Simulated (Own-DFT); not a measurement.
# Point defects and the pressure they add: C11b WSi2

Everything here is calculated. The program is Own-DFT (plane waves, in-house, since retired, never reviewed by a person); positions were held fixed, and spin and spin-orbit coupling were off.

Settings: PBE; PseudoDojo norm-conserving scalar-relativistic files; cutoff 50 hartree; 5 x 5 x 5 k mesh centred on Gamma; cold (Marzari-Vanderbilt) smearing of 0.2 eV.

Known weak points: forces on such cells failed a check on a denser k mesh; stress not checked against mesh or cutoff.

All runs share one cell, with vectors in Å (-2.148, -5.953, 3.409); (-6.444, 2.976, 1.136); (-2.553, -2.948, -6.757) and a volume of 403.2 Å³. Atoms were moved at random from their sites; u is the rms move along one axis. The defect's site can differ from row to row.

| cell | formula | u (Å) | P (GPa) |
|---|---|---|---|
| no defect | Si20W10 | 0.0195 | 4.30 |
| no defect | Si20W10 | 0.0482 | 6.17 |
| no defect | Si20W10 | 0.0487 | 5.63 |
| one Si on a W site | Si21W9 | 0.0305 | 6.07 |
| one Si on a W site | Si21W9 | 0.0336 | 6.09 |
| one Si on a W site | Si21W9 | 0.0504 | 7.11 |
| one Si on a W site | Si21W9 | 0.0549 | ? |
| one W on a Si site | Si19W11 | 0.0327 | 10.26 |
| one W on a Si site | Si19W11 | 0.0462 | 10.88 |
| one W on a Si site | Si19W11 | 0.0490 | 10.89 |
| one Si vacancy | Si19W10 | 0.0309 | 3.15 |
| one Si vacancy | Si19W10 | 0.0489 | 3.90 |
| one Si vacancy | Si19W10 | 0.0519 | 3.89 |

## Analysis

P = P0 + c u² + a shift for each defect gives P0 = 4.27 GPa, c = 646 ± 85 GPa/Å² and a scatter of 0.22 GPa. The shifts, and each times the cell's volume:

- one W on a Si site: 5.19 ± 0.18 GPa, 13.1 eV
- one Si on a W site: 1.16 ± 0.18 GPa, 2.9 eV
- one Si vacancy: -1.92 ± 0.18 GPa, -4.8 eV

Positive is outwards. The product with the volume (160.2 GPa Å³ to the eV) is nearly free of the cell's size; divided by the bulk modulus at the cell's pressure it gives the volume that the defect adds. The atoms around the defects weren't relaxed, which would change these numbers.

## Check

Asked: what pressure belongs in the blank (one Si on a W site, u = 0.0549 Å)?

The fitted form gives 7.38 ± 0.29 GPa. The run itself gave 7.67 GPa.
